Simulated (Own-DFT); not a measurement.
# Computed records: AlGa$_{3}$N$_{4}$ (wurtzite random alloy, strained, atoms displaced)

Computed with Own-DFT development build. A calculation, not a measurement: plane-wave PBE density functional theory by an unreviewed code, no spin, of a simulated periodic cell, stress positive in tension, free energy of the whole cell less one offset for each atom, forces on such cells passed a denser k mesh, this cell's mesh not checked; offsets are fitted by least squares, one for each functional and potential file, so energies compare only between cells with the same atoms and settings and are not formation energies; the far tail of each file's local potential was reset to the Coulomb form; each entry is a single point on an unrelaxed cell, so the pressure reflects the starting lattice, mostly measured values, from which strain is counted, and rises with the displacements; printed positions are rounded, which can move forces by about a meV/angstrom; the program is a retired in-house code; no spin-orbit coupling.

Common to all runs: functional PBE; potential files PseudoDojo norm-conserving, scalar-relativistic, standard set with the stringent files for Ga; wave cutoff 96 hartree; occupations Gaussian; smearing width 0.01 eV; k mesh 4 x 4 x 3 centred on Gamma.

(1) AlGa$_{3}$N$_{4}$ (wurtzite random alloy, strained, atoms displaced)

```xyz
72
Lattice="9.5092 -0.0238 0.0000 -4.7752 8.2471 0.0000 0.0000 0.0000 10.2685" Properties=species:S:1:pos:R:3 AlGa3N4
Ga    -0.0301     1.8832    10.2538
Ga     1.5518     0.8982     2.6078
N     -0.1062     1.7870     1.9651
N      1.5572     0.9526     4.5663
Ga    -0.0454     1.8437     5.2217
Ga     1.5876     0.9057     7.6830
N      0.0152     1.8161     7.0416
N      1.6393     0.8493     9.7050
Ga    -1.5673     4.5371     0.0158
Al    -0.0333     3.6882     2.5882
N     -1.6726     4.5990     1.9503
N     -0.0120     3.6548     4.3803
Ga    -1.5780     4.6017     5.1557
Ga    -0.0876     3.6148     7.6574
N     -1.5552     4.6148     7.0684
N     -0.0923     3.6182     9.6996
Ga    -3.2258     7.3375     0.0161
Ga    -1.6365     6.4415     2.5646
N     -3.2239     7.3107     1.9171
N     -1.5461     6.4070     4.5080
Ga    -3.2039     7.3562     5.1208
Ga    -1.5334     6.4345     7.6348
N     -3.2656     7.3992     7.0769
N     -1.5998     6.4920     9.6918
Ga     3.0501     1.8225    10.1482
Ga     4.7530     0.8691     2.6296
N      3.1932     1.8771     1.8747
N      4.7918     0.9656     4.5413
Ga     3.1696     1.7597     5.1407
Ga     4.7824     1.0001     7.6856
N      3.1814     1.8576     7.0140
N      4.7472     0.9470     9.6629
Al     1.6151     4.5982     0.0007
Ga     3.0925     3.6971     2.5720
N      1.6350     4.5482     1.9646
N      3.2330     3.6585     4.5018
Al     1.5049     4.6098     5.1662
Ga     3.1391     3.7127     7.6810
N      1.5927     4.6400     7.0781
N      3.0966     3.6932     9.6666
Ga     0.1583     7.3164     0.0836
Al     1.6008     6.4768     2.7194
N     -0.0328     7.2494     1.9919
N      1.6279     6.3486     4.5239
Ga    -0.0908     7.2909     5.0728
Ga     1.5124     6.4322     7.7087
N      0.0608     7.2888     6.9910
N      1.6217     6.3603     9.6747
Ga     6.3940     1.7815    10.2455
Al     7.9300     0.8928     2.5654
N      6.3498     1.8963     1.9680
N      7.9258     0.8690     4.5674
Al     6.3924     1.7839     5.1713
Al     7.9102     0.9257     7.7211
N      6.4072     1.7965     7.0786
N      7.8670     0.9049     9.6743
Ga     4.6978     4.6383     0.0864
Ga     6.2945     3.5976     2.6252
N      4.6969     4.5305     1.9027
N      6.3529     3.6672     4.4886
Ga     4.7169     4.5399     5.1666
Ga     6.3341     3.6091     7.6658
N      4.8151     4.6158     7.1397
N      6.3825     3.6277     9.6139
Al     3.1327     7.3208     0.0168
Ga     4.7234     6.4672     2.5754
N      3.2058     7.3786     1.9970
N      4.7664     6.3726     4.5450
Ga     3.2903     7.2845     5.1784
Al     4.7035     6.3911     7.6800
N      3.1738     7.3048     7.1031
N      4.6849     6.4579     9.6716
```

* free energy of cell above offsets: -9.676 eV
* pressure: 6.88 GPa
* stress xx: -7.07 GPa
* stress yy: -6.41 GPa
* stress zz: -7.16 GPa
* stress yz: -0.24 GPa
* stress xz: -0.54 GPa
* stress xy: -0.11 GPa

Force:
```tsv
element	x (eV/Å)	y (eV/Å)	z (eV/Å)
Ga	0.449	-2.056	1.217
Ga	0.419	1.03	-0.959
N	1.301	1.492	0.033
N	-0.13	-0.566	-0.681
Ga	0.313	0.325	-2.644
Ga	0.494	0.444	0.896
N	-1.129	-0.107	2.278
N	-3.237	0.778	-2.135
Ga	-1.659	1.947	0.346
Al	-0.119	-0.265	-2.127
N	1.506	-0.435	0.553
N	0.615	0.445	2.841
Ga	-0.174	-0.618	-1.039
Ga	1.559	0.827	1.324
N	-0.764	-0.403	-0.317
N	2.898	1.44	-1.6
Ga	0.706	-0.997	-0.288
Ga	-0.402	-1.125	-0.461
N	0.488	0.711	1.076
N	-2.351	-0.126	-0.4
Ga	0.538	-0.267	0.487
Ga	-1.127	0.785	1.854
N	0.596	-1.864	-0.144
N	1.1	-1.024	-0.865
Ga	3.169	1.179	2.245
Ga	-0.232	1.309	-1.478
N	-0.693	-1.279	0.913
N	0.529	-0.991	0.393
Ga	0.192	1.663	-0.899
Ga	-0.396	-1.455	0.595
N	-0.139	0.026	1.536
N	0.301	-0.649	-0.628
Al	-1.195	-0.809	0.913
Ga	1.981	-1.52	0.458
N	-3.302	2.179	-1.047
N	-2.464	-0.237	0.817
Al	1.23	-1.056	-0.785
Ga	0.57	-0.205	0.543
N	-1.172	-1.132	-0.833
N	0.207	-0.033	-0.975
Ga	-2.87	0.656	-0.747
Al	0.141	-1.221	-2.163
N	1.894	0.708	0.692
N	-0.356	0.569	0.586
Ga	2.97	1.363	0.659
Ga	1.618	-0.177	0.319
N	-1.511	1.698	0.379
N	0.532	0.208	-0.069
Ga	-2.227	1.954	1.259
Al	-1.022	0.774	0.818
N	0.517	-3.203	-0.201
N	-0.447	0.301	-1.062
Al	-0.358	0.622	-0.711
Al	0.657	-1.26	0.233
N	0.17	0.053	-0.97
N	1.912	-1.894	-1.678
Ga	0.9	-1.091	-2.063
Ga	-0.246	1.781	-1.031
N	0.59	1.139	2.148
N	-0.07	-1.094	2.139
Ga	1.091	0.039	0.041
Ga	0.396	0.948	1.19
N	-0.95	-0.078	-0.647
N	-1.158	0.338	0.031
Al	0.614	0.317	0.314
Ga	0.343	-2.041	0.204
N	-2.421	-0.235	-0.957
N	0.671	-0.255	-0.826
Ga	-2.163	0.452	0.2
Al	0.643	0.572	1.24
N	0.114	0.849	0.76
N	-0.449	-0.149	-1.099
```

(2) AlGa$_{3}$N$_{4}$ (wurtzite random alloy, strained, atoms displaced)

```xyz
72
Lattice="9.5092 0.0000 -0.0238 -4.7546 8.2353 0.0119 -0.0257 0.0000 10.2685" Properties=species:S:1:pos:R:3 AlGa3N4
Ga    -0.0074     1.8784     0.0305
Ga     1.6370     0.8643     2.5679
N     -0.1092     1.8277     1.8408
N      1.4691     0.9105     4.4819
Al     0.0177     1.8645     5.1340
Ga     1.5502     0.8976     7.6298
N      0.0490     1.8613     7.0970
N      1.5441     0.8879     9.6284
Ga    -1.6226     4.5565     0.0307
Ga    -0.0019     3.6494     2.5200
N     -1.5963     4.6224     1.8752
N     -0.0054     3.7028     4.4805
Ga    -1.6746     4.5586     5.1565
Al     0.0151     3.6931     7.7148
N     -1.6131     4.5108     7.1070
N     -0.0759     3.5880     9.6041
Ga    -3.1436     7.3671     0.1249
Al    -1.6004     6.3752     2.5988
N     -3.1710     7.3386     1.8887
N     -1.5598     6.4311     4.5633
Ga    -3.1530     7.3020     5.0623
Ga    -1.5282     6.3788     7.6742
N     -3.1617     7.3242     7.0878
N     -1.6749     6.3096     9.6530
Ga     3.0794     1.7635    10.2600
Ga     4.7757     0.8686     2.5993
N      3.1586     1.8503     1.9162
N      4.6982     0.8852     4.5513
Ga     3.1580     1.9006     5.0919
Al     4.7593     0.9364     7.6701
N      3.1469     1.7468     7.1477
N      4.6825     0.9771     9.5853
Ga     1.6296     4.6180     0.0442
Al     3.1849     3.7162     2.5629
N      1.5356     4.5763     1.9815
N      3.2001     3.6714     4.6174
Ga     1.4346     4.6016     5.1543
Ga     3.2111     3.6829     7.7793
N      1.5364     4.5893     7.0578
N      3.1609     3.6465     9.6719
Ga     0.0290     7.3211     0.0138
Al     1.5454     6.4156     2.5232
N      0.0430     7.2792     1.8340
N      1.4838     6.4766     4.4933
Al    -0.0449     7.3140     5.0647
Ga     1.5695     6.3829     7.7367
N     -0.0126     7.3132     7.1521
N      1.5333     6.4197     9.5392
Ga     6.2797     1.9006     0.0834
Ga     7.8678     0.8769     2.5927
N      6.3306     1.7384     1.9138
N      7.8724     0.8900     4.5382
Ga     6.2684     1.8696     5.0481
Ga     7.9444     0.8965     7.7537
N      6.2299     1.7726     7.0321
N      7.8955     0.9352     9.6783
Ga     4.7169     4.5234    10.2329
Ga     6.3467     3.6792     2.5058
N      4.6264     4.5238     2.0783
N      6.3722     3.6276     4.5421
Ga     4.8202     4.6296     5.0646
Ga     6.3755     3.6292     7.5876
N      4.7082     4.5150     7.0452
N      6.3065     3.6505     9.6002
Al     3.1735     7.2985    10.2535
Ga     4.7299     6.4896     2.5344
N      3.1700     7.2773     1.9619
N      4.7963     6.3615     4.6291
Ga     3.2641     7.2968     5.1568
Al     4.7355     6.4304     7.6292
N      3.0865     7.2740     7.0808
N      4.7668     6.4029     9.7179
```

- free energy of cell above offsets: -8.911 eV
- pressure: 7.11 GPa
- stress xx: -7.27 GPa
- stress yy: -6.56 GPa
- stress zz: -7.5 GPa
- stress yz: 0.81 GPa
- stress xz: 0.33 GPa
- stress xy: -1.37 GPa

Force:
```tsv
element	x (eV/Å)	y (eV/Å)	z (eV/Å)
Ga	0.202	-1.417	-1.75
Ga	-1.156	1.756	-0.283
N	1.01	-0.276	3.113
N	0.889	0.314	0.08
Al	-1.272	0	0.388
Ga	0.72	-0.301	1.347
N	-1.599	0.781	-1.345
N	-0.666	0.18	0.001
Ga	0.483	-0.319	-1.856
Ga	-0.673	-0.568	0.421
N	-0.346	0.123	2.463
N	-1.674	-1.816	-0.153
Ga	2.168	0.38	0.492
Al	-0.208	-0.766	0.113
N	1.783	0.621	-0.809
N	0.953	2.184	-0.215
Ga	0.042	-0.861	-4.403
Al	0.576	0.474	-0.763
N	0.928	-1.238	4.263
N	-0.348	-0.779	-2.113
Ga	0.127	1.173	2.093
Ga	-1.42	0.205	1.115
N	-0.917	-1.275	-0.704
N	0.961	1.739	-0.064
Ga	0.616	0.597	-0.383
Ga	-1.033	0.204	-0.551
N	0.351	0.433	1.139
N	-0.094	-0.357	-1.003
Ga	-0.669	-1.235	1.711
Al	-1.189	-1.069	0.631
N	0.871	1.335	-1.197
N	0.829	-0.883	0.251
Ga	-1.068	-0.652	-0.895
Al	-2.794	-2.117	1.681
N	1.634	0.732	-0.056
N	-0.99	1.332	-2.525
Ga	2.577	0.922	0.019
Ga	-1.35	-1.204	-1.537
N	-0.048	-0.766	0.918
N	-0.924	-0.024	0.432
Ga	-1.219	0.371	-2.632
Al	0.56	-0.422	1.144
N	-1.117	-0.264	3.164
N	1.105	-0.539	-1.047
Al	0.945	0.662	2.429
Ga	-0.712	0.039	-2.085
N	0.386	0.993	-2.048
N	1.499	0.037	3.558
Ga	0.268	-1.282	-2.594
Ga	1.094	0.114	-0.131
N	-0.412	1.492	1.709
N	1.351	0.878	-0.24
Ga	0.546	-2.025	1.792
Ga	-0.757	0.45	-0.746
N	1.716	0.504	-0.202
N	-0.606	-1.257	0.105
Ga	0.642	1.011	0.654
Ga	-0.443	-0.515	0.538
N	3.207	1.807	-1.716
N	-0.856	0.884	-2.001
Ga	-1.338	-2.676	1.567
Ga	-1.852	-0.787	1.412
N	1.304	2.032	0.201
N	-0.21	-0.021	0.245
Al	-0.211	0.572	-0.225
Ga	0.562	-1.726	0.705
N	-1.629	0.142	-1.068
N	-0.117	1.776	-2.708
Ga	-2.506	0.398	0.202
Al	0.452	-0.782	1.013
N	2.271	0.433	0.241
N	-1.205	0.141	-1.308
```

(3) AlGa$_{3}$N$_{4}$ (wurtzite random alloy, strained, atoms displaced)

```xyz
72
Lattice="9.5092 0.0000 -0.0238 -4.7546 8.2353 0.0119 -0.0257 0.0000 10.2685" Properties=species:S:1:pos:R:3 AlGa3N4
Ga    -0.0198     1.7959     0.0034
Al     1.6277     0.8705     2.5422
N     -0.0564     1.8466     1.8489
N      1.5386     0.8865     4.5184
Ga    -0.0257     1.8034     5.1039
Ga     1.4911     1.0378     7.7818
N     -0.0010     1.8000     7.0568
N      1.5510     0.9168     9.6196
Al    -1.6999     4.6153    10.1923
Al    -0.0775     3.6531     2.6035
N     -1.4878     4.6682     1.9288
N     -0.0149     3.7274     4.4553
Ga    -1.6365     4.6203     5.1539
Ga    -0.0659     3.6909     7.6417
N     -1.5703     4.5484     7.1615
N     -0.1285     3.5825     9.6559
Ga    -3.2485     7.3721     0.0251
Ga    -1.5489     6.4272     2.5985
N     -3.1758     7.3608     1.8823
N     -1.5848     6.3851     4.5900
Ga    -3.2122     7.2680     5.1735
Ga    -1.5948     6.3707     7.6496
N     -3.2547     7.2511     7.1789
N     -1.6092     6.3204     9.6541
Ga     3.2052     1.7922     0.0132
Ga     4.7763     0.9106     2.6758
N      3.1316     1.8741     2.0790
N      4.6831     0.9223     4.4231
Ga     3.1488     1.8314     5.2255
Ga     4.6223     0.8553     7.6851
N      3.1358     1.8684     7.0329
N      4.7283     0.9229     9.6933
Ga     1.5789     4.5439     0.0089
Al     3.1911     3.6873     2.6029
N      1.6339     4.5215     1.9909
N      3.1104     3.7131     4.4617
Al     1.5382     4.5212     5.2117
Ga     3.1775     3.7225     7.7548
N      1.5971     4.5966     7.0768
N      3.1034     3.7621     9.7108
Ga    -0.0948     7.3003    10.1900
Al     1.5574     6.3590     2.5530
N     -0.0524     7.3161     1.9454
N      1.5482     6.3635     4.6080
Ga    -0.0210     7.3308     5.1984
Ga     1.5519     6.4420     7.7123
N     -0.0730     7.3569     7.0990
N      1.5080     6.4609     9.6926
Ga     6.4084     1.7809    10.1917
Ga     8.0324     0.8339     2.5657
N      6.2498     1.8364     1.8216
N      7.8415     0.8838     4.6141
Al     6.3022     1.8075     5.1040
Al     7.7846     0.9002     7.6281
N      6.3325     1.8471     7.1362
N      7.9482     0.9321     9.6899
Al     4.6294     4.5855    10.2540
Ga     6.3810     3.7308     2.5729
N      4.7768     4.4480     1.9676
N      6.3171     3.6291     4.5537
Ga     4.7985     4.5275     5.1872
Ga     6.2624     3.6835     7.6909
N      4.7184     4.5439     7.1427
N      6.3405     3.6891     9.6702
Ga     3.1937     7.3569     0.0102
Ga     4.6264     6.4060     2.4441
N      3.1576     7.3252     1.9503
N      4.8300     6.3914     4.4240
Ga     3.1014     7.2628     5.0906
Ga     4.8328     6.4438     7.6655
N      3.0967     7.2535     7.0533
N      4.7434     6.4821     9.6939
```

* free energy of cell above offsets: -8.393 eV
* pressure: 7.43 GPa
* stress xx: -9.1 GPa
* stress yy: -6.46 GPa
* stress zz: -6.73 GPa
* stress yz: 0.06 GPa
* stress xz: -0.47 GPa
* stress xy: -0.03 GPa

Force:
```tsv
element	x (eV/Å)	y (eV/Å)	z (eV/Å)
Ga	0.812	1.127	-0.469
Al	-0.704	1.063	0.602
N	1.546	0.077	3.072
N	0.573	-0.163	-0.888
Ga	0.026	0.518	0.31
Ga	1.174	-1.517	-1.372
N	-2.391	0.482	-0.073
N	0.648	0.584	0.991
Al	1.769	-1.276	1.629
Al	1.471	0.043	-1.344
N	-1.092	-1.437	-0.493
N	-0.114	-0.851	1.038
Ga	0.688	-1.42	0.398
Ga	1.931	-1.568	1.752
N	-2.022	0.693	-1.944
N	0.621	1.777	-0.462
Ga	2.254	-0.619	-0.534
Ga	-1.056	0.239	0.034
N	-0.32	-0.18	1.78
N	-0.301	1.044	-0.572
Ga	0.451	1.149	0.176
Ga	-0.808	0.337	1.544
N	3.766	2.758	-2.033
N	-0.973	1.553	-0.971
Ga	-0.635	1.04	1.619
Ga	-0.285	0.227	-4.556
N	-0.093	-0.45	-1.387
N	1.197	0.165	4.922
Ga	-0.732	0.548	-3.2
Ga	1.102	1.963	1.233
N	-0.333	0.035	2.475
N	0.072	-0.192	-1.642
Ga	-2.404	0.702	0.778
Al	-0.366	-0.891	-0.114
N	-0.974	0.844	0.113
N	0.237	-0.254	1.584
Al	0.638	0.633	-1.399
Ga	-1.207	-0.728	0.129
N	-0.79	-0.284	-0.025
N	1.227	-1.804	-1.157
Ga	0.021	0.26	1.806
Al	-0.655	0.068	0.339
N	1.974	0.117	0.137
N	-0.707	-0.755	-1.888
Ga	0.223	0.031	-1.128
Ga	-0.224	-0.741	0.616
N	0.487	-1.012	-0.157
N	1.12	-0.795	-0.666
Ga	-1.764	1.425	0.969
Ga	-2.085	2.024	0.297
N	1.654	-0.031	2.129
N	0.143	0.453	-1.465
Al	-0.397	0.159	0.651
Al	2.447	-0.678	0.769
N	-1.322	-0.535	-1.73
N	-0.585	-1.522	-3.04
Al	2.449	0.225	0.974
Ga	0.665	-1.333	-0.689
N	-1.409	2.064	-1.488
N	0.711	-0.871	-0.193
Ga	-1.852	0.862	-0.948
Ga	1.406	-0.687	1.268
N	0.35	1.299	-0.945
N	-2.118	0.094	-0.453
Ga	-1.122	-0.295	-0.434
Ga	3.262	-1.669	1.318
N	-2.317	-0.698	-0.129
N	-1.905	-0.67	0.401
Ga	1.45	-0.303	0.619
Ga	-4.497	-1.706	1.856
N	1.22	1.682	0.476
N	-1.227	-2.433	-0.816
```
